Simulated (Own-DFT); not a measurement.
Hf36O71 (tetragonal hafnia with one neutral oxygen vacancy, atoms displaced) (calculated)

All values are calculated (Own-DFT development build). A calculation, not a measurement: plane-wave PBE and HSE06 DFT by an unreviewed code, no spin, of a simulated cell at Gamma alone, so results move with cell size and shape, stress positive in tension, energies less offsets, not probed for a lower state with spin; hafnium file: forces about 75 meV/angstrom off all-electron values; oxygen file: force components 24 meV/angstrom off all-electron in a glass; k mesh not checked against a denser one; forces and stress are PBE's, HSE06 gives the energy alone, and its difference from PBE has offsets of its own; offsets are fitted by least squares, one for each functional and potential file, so energies compare only between cells with the same atoms and settings and are not formation energies; the far tail of each file's local potential was reset to the Coulomb form; each entry is a single point on an unrelaxed cell, so the pressure reflects the starting lattice, taken from the Materials Project, from which strain is counted, and rises with the displacements; printed positions are rounded, which can move forces by about a meV/angstrom; the program is a retired in-house code; no spin-orbit coupling.

Common to all runs: first functional PBE; second functional HSE06; exact exchange share 0.25; screening 0.11 1/bohr; exchange divergence Gygi-Baldereschi; potential files PseudoDojo norm-conserving, scalar-relativistic, made for PBE, standard set; wave cutoff 48 hartree; occupations fixed; k mesh 1 x 1 x 1 centred on Gamma.

(1) Hf36O71 (tetragonal hafnia with one neutral oxygen vacancy, atoms displaced)

```cif
# cell vector a (Å): 10.7800 0.0000 0.0000
# cell vector b (Å): 0.0000 10.7800 0.0000
# cell vector c (Å): 0.0000 0.0000 10.4493
data_Hf36O71
_symmetry_space_group_name_H-M 'P 1'
_symmetry_Int_Tables_number 1
_cell_length_a 10.7800
_cell_length_b 10.7800
_cell_length_c 10.4493
_cell_angle_alpha 90.000
_cell_angle_beta 90.000
_cell_angle_gamma 90.000
_cell_volume 1214.30
loop_
_atom_site_label
_atom_site_type_symbol
_atom_site_fract_x
_atom_site_fract_y
_atom_site_fract_z
_atom_site_occupancy
Hf1 Hf 0.00208 0.99532 0.00737 1
Hf2 Hf 0.14928 0.17896 0.24563 1
O1 O 0.99792 0.16816 0.15063 1
O2 O 0.15219 0.99804 0.34233 1
O3 O 0.99971 0.16178 0.38331 1
O4 O 0.15964 0.00262 0.09955 1
Hf3 Hf 0.99654 0.01318 0.49786 1
Hf4 Hf 0.15894 0.16432 0.75733 1
O5 O 0.99678 0.16970 0.65299 1
O6 O 0.16978 0.00453 0.83825 1
O7 O 0.99145 0.16490 0.91381 1
O8 O 0.17349 0.00787 0.59446 1
Hf5 Hf 0.00387 0.32814 0.99450 1
Hf6 Hf 0.16532 0.49410 0.24647 1
O9 O 0.00028 0.49805 0.14230 1
O10 O 0.16536 0.32512 0.36526 1
O11 O 0.99205 0.49827 0.40286 1
O12 O 0.17042 0.33425 0.08576 1
Hf7 Hf 0.98948 0.33512 0.50389 1
Hf8 Hf 0.16781 0.50678 0.75606 1
O13 O 0.00756 0.50235 0.63616 1
O14 O 0.16628 0.33312 0.83358 1
O15 O 0.99856 0.50421 0.89846 1
O16 O 0.17103 0.34410 0.59754 1
Hf9 Hf 0.99889 0.66528 0.99441 1
Hf10 Hf 0.16660 0.83919 0.24703 1
O17 O 0.00324 0.83935 0.14935 1
O18 O 0.15957 0.67763 0.34314 1
O19 O 0.99660 0.83793 0.39628 1
O20 O 0.17123 0.65628 0.09710 1
Hf11 Hf 0.00290 0.65337 0.48611 1
Hf12 Hf 0.17478 0.83661 0.75284 1
O21 O 0.01249 0.83967 0.65521 1
O22 O 0.17651 0.67836 0.85590 1
O23 O 0.00104 0.83380 0.91323 1
O24 O 0.17237 0.66783 0.59639 1
Hf13 Hf 0.34331 0.99475 0.01463 1
Hf14 Hf 0.50753 0.16705 0.25033 1
O25 O 0.32904 0.16922 0.15664 1
O26 O 0.50590 0.00660 0.36042 1
O27 O 0.32908 0.17255 0.40891 1
O28 O 0.50395 0.99354 0.10374 1
Hf15 Hf 0.32307 0.99192 0.49520 1
Hf16 Hf 0.50981 0.16327 0.73852 1
O29 O 0.34107 0.15452 0.65843 1
O30 O 0.50712 0.00037 0.84576 1
O31 O 0.32691 0.15790 0.89710 1
O32 O 0.49918 0.00747 0.61571 1
Hf17 Hf 0.33814 0.32284 0.00448 1
Hf18 Hf 0.50259 0.49521 0.25174 1
O33 O 0.32751 0.49610 0.15070 1
O34 O 0.49696 0.33335 0.35099 1
O35 O 0.31687 0.50201 0.39188 1
O36 O 0.50841 0.33478 0.10309 1
Hf19 Hf 0.34906 0.33038 0.50621 1
Hf20 Hf 0.51478 0.50635 0.74961 1
O37 O 0.32766 0.49454 0.65567 1
O38 O 0.49446 0.32807 0.84941 1
O39 O 0.33520 0.48894 0.90793 1
O40 O 0.51394 0.31681 0.61916 1
Hf21 Hf 0.32065 0.66330 0.00412 1
Hf22 Hf 0.50308 0.83699 0.25324 1
O41 O 0.49170 0.66125 0.33727 1
O42 O 0.33125 0.82850 0.40388 1
O43 O 0.51170 0.65819 0.10599 1
Hf23 Hf 0.34111 0.65820 0.50333 1
Hf24 Hf 0.51126 0.81991 0.74523 1
O44 O 0.32372 0.82626 0.65104 1
O45 O 0.49800 0.66728 0.85486 1
O46 O 0.33346 0.84286 0.90136 1
O47 O 0.50565 0.66581 0.58901 1
Hf25 Hf 0.66638 0.00868 0.99791 1
Hf26 Hf 0.82842 0.16665 0.25833 1
O48 O 0.66391 0.16122 0.15662 1
O49 O 0.82789 0.99605 0.33508 1
O50 O 0.67141 0.16918 0.40347 1
O51 O 0.83826 0.99229 0.09933 1
Hf27 Hf 0.65474 0.99717 0.49984 1
Hf28 Hf 0.82477 0.17642 0.76196 1
O52 O 0.65572 0.15677 0.65478 1
O53 O 0.82906 0.01582 0.86156 1
O54 O 0.66936 0.16663 0.88713 1
O55 O 0.83761 0.99974 0.59574 1
Hf29 Hf 0.66246 0.33459 0.99884 1
Hf30 Hf 0.84000 0.50528 0.25818 1
O56 O 0.66850 0.50017 0.14393 1
O57 O 0.83531 0.33347 0.33774 1
O58 O 0.66298 0.49765 0.40379 1
O59 O 0.82700 0.33462 0.10084 1
Hf31 Hf 0.66907 0.33452 0.49401 1
Hf32 Hf 0.83801 0.50045 0.74658 1
O60 O 0.66647 0.50917 0.65083 1
O61 O 0.83158 0.34310 0.85596 1
O62 O 0.67174 0.49445 0.91344 1
O63 O 0.82575 0.33700 0.60701 1
Hf33 Hf 0.66033 0.67731 0.99418 1
Hf34 Hf 0.82517 0.83960 0.24790 1
O64 O 0.66657 0.82994 0.14904 1
O65 O 0.82662 0.66468 0.34992 1
O66 O 0.66639 0.82714 0.40468 1
O67 O 0.82751 0.66903 0.09908 1
Hf35 Hf 0.67258 0.66779 0.51124 1
Hf36 Hf 0.83210 0.84214 0.74720 1
O68 O 0.65902 0.82557 0.65349 1
O69 O 0.83530 0.68014 0.84262 1
O70 O 0.65527 0.83759 0.89646 1
O71 O 0.84730 0.66929 0.60673 1
```

It finds PBE energy of cell above offsets -89.543 eV; HSE06 less PBE above offsets 0.576 eV; PBE pressure 3.43 GPa; PBE stress xx -3.31 GPa; PBE stress yy -3.86 GPa; PBE stress zz -3.13 GPa; PBE stress yz -0.7 GPa; PBE stress xz 1.32 GPa; PBE stress xy 0.11 GPa.

Force:
```csv
element,x (eV/Å),y (eV/Å),z (eV/Å)
Hf,-0.447,-0.397,-0.48
Hf,3.087,-1.728,1.219
O,-1.682,0.722,-0.758
O,1.448,1.171,0.501
O,-1.454,1.493,1.902
O,2.497,-0.213,-0.119
Hf,1.984,-3.341,0.261
Hf,3.052,0.291,-2.216
O,-0.99,0.444,-0.614
O,-1.368,-1.339,1.442
O,0.562,0.371,-1.737
O,-2.242,0.209,-0.343
Hf,-1.602,1.35,1.13
Hf,1.271,0.85,0.665
O,-0.17,0.044,1.302
O,-1.323,1.525,-2.447
O,-0.156,-2.078,-2.133
O,-1.447,-0.281,1.565
Hf,4.045,-0.767,0.693
Hf,0.676,-0.923,-1.41
O,-1.601,-0.638,1.515
O,-1.154,0.665,1.915
O,0.179,-0.427,-1.247
O,-0.893,-0.853,-0.863
Hf,-1.061,0.954,1.801
Hf,-0.779,0.16,0.288
O,-0.434,-0.984,0.545
O,-0.627,-2.407,-0.199
O,-0.805,-0.372,1.117
O,-2.273,0.639,0.865
Hf,1.734,5.24,2.17
Hf,-1.34,0.843,-0.236
O,-1.955,0.372,0.739
O,-0.403,-1.938,0.076
O,-0.315,0.102,-1.41
O,-0.842,-0.977,-0.31
Hf,-2.104,1.079,-2.557
Hf,-3.029,0.369,0.563
O,1.378,-0.07,0.133
O,0.184,-0.883,-0.774
O,0.723,-1.443,-0.022
O,0.318,0.129,1.074
Hf,0.981,2.414,1.243
Hf,-5.916,-0.61,4.988
O,-1.933,1.462,-0.877
O,0.352,-0.916,1.395
O,0.052,0.784,2.429
O,0.345,-2.812,-3.373
Hf,1.266,-0.441,-1.921
Hf,0.248,1.53,-2.357
O,1.083,-0.191,0.439
O,0.497,-0.51,1.05
O,1.081,-0.638,1.506
O,-1.524,-0.758,0.6
Hf,-3.02,-0.698,0.82
Hf,-3.653,-2.851,2.565
O,3.343,0.977,-0.255
O,0.861,1.475,0.547
O,-0.691,1.7,-0.139
O,-0.09,3.231,-3.614
Hf,3.157,-0.333,-1.158
Hf,-0.674,-1.5,-0.376
O,0.147,0.971,1.349
O,0.728,0.062,-0.799
O,-2.269,1.007,-1.074
Hf,-2.975,0.424,-1.234
Hf,-4.97,3.858,2.768
O,3.536,0.121,-0.749
O,0.533,-1.062,-1.053
O,0.215,-1.112,1.539
O,-0.548,-0.256,1.775
Hf,0.502,-0.782,-1.107
Hf,1.07,-0.18,-2.571
O,0.744,-0.521,-1.188
O,-0.612,1.806,2.191
O,0.155,-0.159,-0.075
O,-1.703,0.42,0.065
Hf,0.171,0.726,1.226
Hf,0.286,-0.982,-0.705
O,7.514,-0.333,-3.355
O,0.054,-2.435,-1.573
O,-0.123,1.134,2.149
O,-2.096,-0.389,0.106
Hf,1.103,0.272,0.678
Hf,-1.654,-0.174,-4.074
O,0.112,-0.532,2.409
O,-0.117,0.343,2.733
O,0.157,0.36,0.315
O,0.948,-1.005,-0.733
Hf,-1.12,-0.37,0.967
Hf,1.038,1.478,0.762
O,1.586,0.116,-0.139
O,0.651,-0.799,-1.114
O,-0.633,2.465,-2.815
O,-0.103,0.145,-0.534
Hf,1.015,-1.763,2.216
Hf,2.633,-2.132,-0.921
O,-0.98,0.657,0.07
O,0.258,0.46,0.814
O,-0.445,0.749,0.146
O,1.244,-0.027,-0.724
Hf,2.292,-0.38,-2.003
Hf,2.737,0.581,0.004
O,3.761,0.127,-2.056
O,-0.396,-1.538,0.242
O,0.967,0.355,-0.021
O,-1.805,0.018,-1.017
```

(2) Hf36O71 (tetragonal hafnia with one neutral oxygen vacancy, atoms displaced)

```cif
# cell vector a (Å): 10.7800 0.0000 0.0000
# cell vector b (Å): 0.0000 10.7800 0.0000
# cell vector c (Å): 0.0000 0.0000 10.4493
data_Hf36O71
_symmetry_space_group_name_H-M 'P 1'
_symmetry_Int_Tables_number 1
_cell_length_a 10.7800
_cell_length_b 10.7800
_cell_length_c 10.4493
_cell_angle_alpha 90.000
_cell_angle_beta 90.000
_cell_angle_gamma 90.000
_cell_volume 1214.30
loop_
_atom_site_label
_atom_site_type_symbol
_atom_site_fract_x
_atom_site_fract_y
_atom_site_fract_z
_atom_site_occupancy
Hf1 Hf 0.99884 0.00148 0.00519 1
Hf2 Hf 0.16735 0.16641 0.24794 1
O1 O 0.99801 0.16830 0.15503 1
O2 O 0.16993 0.99617 0.34505 1
O3 O 0.99961 0.16763 0.40460 1
O4 O 0.16836 0.99471 0.09420 1
Hf3 Hf 0.99817 0.00388 0.49644 1
Hf4 Hf 0.16644 0.16706 0.75003 1
O5 O 0.99859 0.16672 0.65357 1
O6 O 0.16607 0.00613 0.85230 1
O7 O 0.00186 0.16793 0.90161 1
O8 O 0.16737 0.99923 0.59909 1
Hf5 Hf 0.99516 0.32981 0.00269 1
Hf6 Hf 0.16906 0.49743 0.25481 1
O9 O 0.00241 0.49967 0.14618 1
O10 O 0.16818 0.33576 0.34600 1
O11 O 0.99863 0.49756 0.40477 1
O12 O 0.16333 0.33570 0.09529 1
Hf7 Hf 0.00330 0.33533 0.49660 1
Hf8 Hf 0.17128 0.50228 0.75470 1
O13 O 0.00353 0.50071 0.65444 1
O14 O 0.16523 0.33568 0.85191 1
O15 O 0.00620 0.49340 0.90366 1
O16 O 0.17027 0.33206 0.59495 1
Hf9 Hf 0.99549 0.66541 0.99659 1
Hf10 Hf 0.16828 0.83080 0.25164 1
O17 O 0.00530 0.83038 0.14761 1
O18 O 0.16788 0.66957 0.34824 1
O19 O 0.00276 0.83536 0.40332 1
O20 O 0.16556 0.66842 0.09494 1
Hf11 Hf 0.99449 0.66670 0.49629 1
Hf12 Hf 0.16381 0.83173 0.74388 1
O21 O 0.00233 0.83370 0.64993 1
O22 O 0.16774 0.66757 0.84687 1
O23 O 0.00523 0.83583 0.89756 1
O24 O 0.16329 0.66537 0.59904 1
Hf13 Hf 0.33178 0.99763 0.99717 1
Hf14 Hf 0.50132 0.16104 0.24919 1
O25 O 0.33312 0.16470 0.14691 1
O26 O 0.50131 0.99699 0.34680 1
O27 O 0.32961 0.16039 0.40323 1
O28 O 0.50108 0.00091 0.10134 1
Hf15 Hf 0.33728 0.99799 0.50366 1
Hf16 Hf 0.50288 0.16851 0.75604 1
O29 O 0.33031 0.16457 0.64988 1
O30 O 0.50186 0.00121 0.84287 1
O31 O 0.33246 0.16811 0.90265 1
O32 O 0.49488 0.99745 0.59696 1
Hf17 Hf 0.33021 0.33230 0.99810 1
Hf18 Hf 0.50413 0.49591 0.25199 1
O33 O 0.33191 0.50260 0.15093 1
O34 O 0.50163 0.33730 0.34931 1
O35 O 0.33264 0.50033 0.40554 1
O36 O 0.49494 0.33173 0.09939 1
Hf19 Hf 0.33357 0.33213 0.50240 1
Hf20 Hf 0.49666 0.50159 0.74705 1
O37 O 0.33442 0.49988 0.65414 1
O38 O 0.50088 0.33210 0.84129 1
O39 O 0.33583 0.50381 0.89903 1
O40 O 0.49980 0.32955 0.59756 1
Hf21 Hf 0.33187 0.66858 0.99766 1
Hf22 Hf 0.49661 0.83507 0.24745 1
O41 O 0.33782 0.83185 0.15452 1
O42 O 0.50188 0.66526 0.34939 1
O43 O 0.34051 0.82687 0.40519 1
O44 O 0.50052 0.66837 0.09813 1
Hf23 Hf 0.33443 0.66341 0.50177 1
Hf24 Hf 0.49944 0.83269 0.75802 1
O45 O 0.33349 0.83092 0.64972 1
O46 O 0.50274 0.66536 0.84783 1
O47 O 0.33498 0.83629 0.90484 1
O48 O 0.50002 0.67002 0.59847 1
Hf25 Hf 0.66952 0.00065 0.99866 1
Hf26 Hf 0.83086 0.17067 0.24982 1
O49 O 0.67018 0.17080 0.14977 1
O50 O 0.83560 0.00111 0.34756 1
O51 O 0.66281 0.16593 0.40031 1
O52 O 0.83404 0.00001 0.09436 1
Hf27 Hf 0.66967 0.00394 0.49898 1
Hf28 Hf 0.82864 0.16799 0.74368 1
O53 O 0.82669 0.99906 0.84542 1
O54 O 0.66529 0.16679 0.90317 1
O55 O 0.83325 0.00480 0.60010 1
Hf29 Hf 0.66775 0.33228 0.00112 1
Hf30 Hf 0.83257 0.50125 0.24915 1
O56 O 0.66788 0.50196 0.15229 1
O57 O 0.82981 0.33750 0.35002 1
O58 O 0.66930 0.49965 0.40088 1
O59 O 0.83394 0.33616 0.10071 1
Hf31 Hf 0.66874 0.33440 0.49354 1
Hf32 Hf 0.83216 0.49765 0.75218 1
O60 O 0.66683 0.49645 0.65100 1
O61 O 0.83090 0.33443 0.84592 1
O62 O 0.66489 0.50211 0.90076 1
O63 O 0.83139 0.33495 0.59700 1
Hf33 Hf 0.66375 0.66349 0.99934 1
Hf34 Hf 0.83313 0.83369 0.24848 1
O64 O 0.66680 0.83350 0.15577 1
O65 O 0.83532 0.66309 0.34531 1
O66 O 0.66756 0.82976 0.40514 1
O67 O 0.83716 0.66858 0.09781 1
Hf35 Hf 0.66768 0.66843 0.50066 1
Hf36 Hf 0.83260 0.83550 0.75264 1
O68 O 0.66796 0.83512 0.64701 1
O69 O 0.83635 0.66879 0.85181 1
O70 O 0.66065 0.83072 0.90169 1
O71 O 0.82637 0.66301 0.60196 1
```

Results for Hf36O71 (tetragonal hafnia with one neutral oxygen vacancy, atoms displaced): PBE energy of cell above offsets -100.823 eV; HSE06 less PBE above offsets -0.137 eV; PBE pressure 0.71 GPa; PBE stress xx 0.52 GPa; PBE stress yy -1.39 GPa; PBE stress zz -1.26 GPa; PBE stress yz 0.23 GPa; PBE stress xz -0.37 GPa; PBE stress xy -0.04 GPa.

Force:
```csv
element,x (eV/Å),y (eV/Å),z (eV/Å)
Hf,1.499,-0.55,-1.542
Hf,0.81,-0.413,0.263
O,0.021,-0.303,-0.059
O,-0.43,0.746,-0.154
O,0.09,0.42,-0.663
O,-0.309,0.48,0.599
Hf,0.937,-0.639,1.002
Hf,-0.033,0.009,0.151
O,-0.055,0.137,-0.136
O,0.383,-0.933,-0.673
O,-0.592,-0.444,0.574
O,-0.501,-0.024,-0.336
Hf,1.382,0.755,-0.746
Hf,-0.021,1.305,-1.627
O,-0.482,0.077,1.378
O,-0.19,-1.157,0.268
O,0.153,0.57,-0.649
O,0.549,-0.573,0.573
Hf,-0.089,-0.204,1.577
Hf,-1.145,-0.263,-0.221
O,-0.695,-0.248,0.044
O,0.706,-0.481,-0.738
O,-0.735,0.927,-0.145
O,-0.748,0.13,0.118
Hf,1.244,-0.048,0.111
Hf,0.044,-0.016,-0.628
O,-1.188,0.53,0.68
O,-0.353,-1.012,0.163
O,-0.523,-0.27,-0.314
O,0.393,0.106,-0.167
Hf,0.555,0.107,1.209
Hf,0.22,0.709,0.411
O,-1.483,-0.09,-0.118
O,0.242,0.194,0.047
O,-0.527,0.221,0.401
O,0.214,0.086,-0.431
Hf,-0.263,1.134,0.388
Hf,-0.827,0.493,-0.094
O,-0.188,0.136,0.833
O,0.107,0.704,0.142
O,0.363,1.248,-0.613
O,0.337,0.265,-0.628
Hf,-1.144,-0.53,-0.244
Hf,-0.546,-0.232,-1.979
O,0.774,0.211,0.644
O,-0.016,0.013,1.018
O,0.397,-0.248,-0.164
O,2.02,0.594,0.152
Hf,-0.483,0.484,0.193
Hf,-1.005,1.423,-0.316
O,0.296,-0.208,0.509
O,-0.081,-1.424,-0.145
O,-0.176,-0.566,-0.295
O,1.134,0.101,-0.486
Hf,0.435,-0.732,-0.222
Hf,1.101,-0.169,0.012
O,-0.13,-0.07,-0.533
O,0.051,0.73,1.033
O,0.048,-0.625,0.204
O,0.473,-0.31,-0.238
Hf,-0.335,-0.536,1.048
Hf,0.717,-1.293,1.043
O,-1.153,0.205,-0.565
O,0.051,-0.431,-0.503
O,-0.269,0.877,-0.342
O,-0.016,-0.083,-0.438
Hf,-0.096,0.885,0.093
Hf,0.284,-0.08,-1.956
O,-0.082,-0.031,0.983
O,-0.226,0.1,0.181
O,0.326,-0.601,-0.644
O,0.253,-0.546,0.285
Hf,-0.635,-0.753,-0.107
Hf,0.5,-0.039,0.482
O,-0.477,-0.144,0.093
O,-0.238,0.249,-0.196
O,0.291,0.184,0.016
O,-0.466,-0.041,0.685
Hf,-1.02,-1.605,0.718
Hf,0.285,-0.145,0.069
O,-0.061,0.576,0.357
O,0.008,0.22,-0.331
O,-0.073,0.346,-0.428
Hf,-0.673,0.598,-0.166
Hf,0.773,0.057,-0.533
O,-0.051,-0.248,-0.367
O,0.166,-1.047,-0.381
O,-0.058,0.362,-0.208
O,-0.82,-0.295,0.004
Hf,-0.641,0.585,1.192
Hf,0.359,0.733,-0.858
O,-0.39,-0.001,0.253
O,-0.286,-0.675,0.538
O,0.268,-0.759,0.368
O,0.375,-0.671,-0.064
Hf,0.128,0.398,0.454
Hf,0.274,-0.526,-0.066
O,0.485,0.236,-0.365
O,0.312,0.969,0.397
O,0.646,0.981,-0.446
O,-1.178,-0.027,0.191
Hf,-1.134,-0.111,0.167
Hf,0.144,-0.604,-0.761
O,-0.093,0.139,1.12
O,0.005,-0.33,-0.288
O,0.288,0.475,0.277
O,1.514,0.185,-0.393
```
